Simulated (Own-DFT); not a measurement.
# PBE and HSE06 on the same vacancies: monoclinic HfO2, Hf32O62

These are calculations. Each geometry was run twice at fixed positions with Own-DFT, a retired in-house plane-wave program that no person has reviewed: with PBE, and with HSE06 (exact exchange share 0.25 at short range, screening 0.11 per bohr, Gygi-Baldereschi treatment of its divergence). Both used PseudoDojo norm-conserving files made for PBE, a cutoff of 48 hartree, the Gamma point alone, fixed occupations, a neutral cell and no spin. With Gamma alone and a thickness of 10.1 Å, finite-size errors remain in every number. The hafnium file keeps the 4f electrons in the core, and its forces lie about 75 meV/Å off all-electron values. The oxygen file's force components were 24 meV/Å off all-electron values in a glass.

Cell vectors in Å: (10.234, 0.000, 0.000); (0.000, 10.350, 0.000); (-1.696, 0.000, 10.445). Atoms were moved at random from their ideal sites, and each line below averages several runs of one case and one width of the moves; u² is the mean square move along one axis. E is the PBE energy of the cell and D the HSE06 energy less the PBE one, each over its lowest single run, with the standard error of the mean. Within a case the pair of sites differs from run to run.

- A: two O taken from sites with four and four neighbours, under 3.2 Å apart
- B: two O taken from sites with three and four neighbours, under 3.2 Å apart

```
case  runs   u² (Å²)  E (eV)  error of E  D (eV)  error of D
   A    10  0.000868   0.283       0.062   0.077       0.008
   A    10  0.002466   3.927       0.267   0.256       0.024
   B    10  0.000906   0.393       0.085   0.045       0.008
   B    10  0.002533   4.134       0.186   0.240       0.017
   B    10  0.006362  13.434       0.501   0.741       0.019
```

Question: how do the cases differ under PBE, and what does HSE06 change?

## Answer

Fit E and D each to a + b u², with one a for each case and lines weighted by their errors. Against A, in eV:

```
case          PBE  change by HSE06         HSE06
   B  0.02 ± 0.10   -0.035 ± 0.011  -0.02 ± 0.10
```

Under PBE no case is told apart from A by three errors. D is known much better than E, because both runs of a geometry share the same random moves. HSE06 moves B down against A. The slope b is 2345 ± 71 eV/Å² for E and 126 ± 4 for D, so at this fixed cell HSE06 makes random moves about 5 % costlier. The vacancies are unrelaxed, and relaxation differs between sites.
